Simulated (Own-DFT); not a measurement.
# A change of arrangement and its cost: Ga48P48, 96 atoms

All numbers below are calculated, not measured. The program, named Own-DFT, is a retired in-house plane-wave density functional code that no person has reviewed. Each row is one single-point run on a periodic cell that was not relaxed, without spin or spin-orbit coupling.

Settings of every run: PBE; PseudoDojo norm-conserving scalar-relativistic files; cutoff 42 hartree; 2 x 3 x 3 k mesh centred on Gamma; Fermi-Dirac smearing of 0.1 eV.

Known limits, some of them of some rows only: not probed for a lower state with spin; forces on such cells failed a check on a denser k mesh; forces on such cells passed a denser k mesh, each cell not checked; stress not checked against mesh or cutoff.

All cells hold the same atoms in the same cell, with vectors in Å (16.352, 0.000, 0.000); (0.000, 10.901, 0.000); (0.000, 0.000, 10.901). Every atom was moved at random from its ideal site; u is the rms move along one axis. The defect's site can differ from row to row. E is the free energy of the cell above the lowest run. The arrangements:

- A: zincblende GaP
- B: zincblende GaP, with one Ga on a P site and one P on a Ga site, 2.4 Å apart

```
arrangement,u (Å),E (eV),P (GPa)
A,0.0193,0.000,2.69
A,0.0209,0.211,2.73
A,0.0210,0.221,2.73
A,0.0499,3.675,3.24
A,0.0503,3.766,3.27
A,0.0537,4.513,3.38
B,0.0305,4.130,2.95
B,0.0307,3.953,2.92
B,0.0309,4.278,2.97
B,0.0464,5.643,3.20
B,0.0467,5.973,3.26
B,0.0509,7.295,3.44
```

Question: once the cost of the random moves is taken out, how do the arrangements rank?

## Worked answer

Fit E = a + b u², with one b for all and one a for each arrangement, and with residuals divided by u², since the noise grows with the moves. Then b = 1701 eV/Å², the scatter at u = 0.04 Å is 0.24 eV, and against A:

- B: 3.06 ± 0.10 eV (higher)

These are energies of unrelaxed cells. Relaxing the atoms lowers the strained arrangements most, so the gaps would shrink and small ones could change sign.
